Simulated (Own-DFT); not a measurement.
# Reading a pressure off an energy slope: corundum Al2O3, 78 atoms (Al32O46), with two O vacancies

All values are computed. Each geometry was run twice at fixed positions with Own-DFT, a retired in-house plane-wave program that no person has reviewed: with PBE, and with HSE06 (exact exchange share 0.25 at short range, screening 0.11 per bohr, Gygi-Baldereschi treatment of its divergence). Both used PseudoDojo norm-conserving files made for PBE, a cutoff of 48 hartree, the Gamma point alone, fixed occupations, a neutral cell and no spin. The unstrained cell is 7.9 Å across at its thinnest, so Gamma alone is coarse and defects feel their images. The oxygen file's force components were 24 meV/Å off all-electron values in a glass.

Unstrained cell vectors in Å: (5.494, 0.000, 8.660); (-2.747, 4.758, 8.660); (-2.747, -4.758, 8.660), volume V0 = 679.1 Å³, from measured lattice constants. Each geometry has its own random strain of a few per cent, its own defect sites and random moves of rms u per axis. HSE06 gave the energy alone. D is its energy less that of PBE, over the lowest D shown. The PBE stress wasn't checked against mesh or cutoff.

```
run  V - V0 (Å³)   u (Å)  P with PBE (GPa)  D (eV)
  1         -8.7  0.0531             13.57   0.403
  2          4.0  0.0321              5.72   0.813
  3        -19.3  0.0521             16.82   0.000
  4          5.8  0.0300              5.37   0.821
  5        -18.3  0.0533             16.69   0.054
  6        -13.9  0.0523             15.18   0.299
  7         14.6  0.0297              2.30   1.206
  8          6.9  0.0326              4.98   0.887
  9        -11.4  0.0314             12.76   0.194
 10         10.7  0.0285              3.14   1.041
 11         13.4  0.0478              4.06   1.243
 12        -12.7  0.0516             14.97   0.301
 13         -3.2  0.0304              8.43       ?
```

## Fit

D = 0.56 + 0.0385 (V - V0) + 78 u² eV, with an error of 0.0011 on the volume slope, 15 on the last term and a scatter of 0.03 eV. Pressure is -dE/dV, and 1 eV/Å³ is 160.2 GPa, so HSE06 changes the pressure by -6.2 ± 0.2 GPa. With the ions held to the strained lattice, the PBE pressure falls by 266 ± 9 GPa per unit of volume strain; the shape of the strain isn't fitted, so the true error is larger, and a relaxed crystal would be softer. On that slope HSE06's volume at a given pressure is about 2.3 % smaller, or 0.8 % in lengths. At u = 0 and V0 the PBE pressure is 6.7 GPa, which puts the zero-pressure volume, against the measured cell and with the defects in, at +2.5 % for PBE and +0.2 % for HSE06, each good to a few tenths of a per cent.

## Check

Q: what D should run 13 give?

The fitted form gives 0.51 eV, with rows scattering by 0.03. Computed: 0.542 eV.
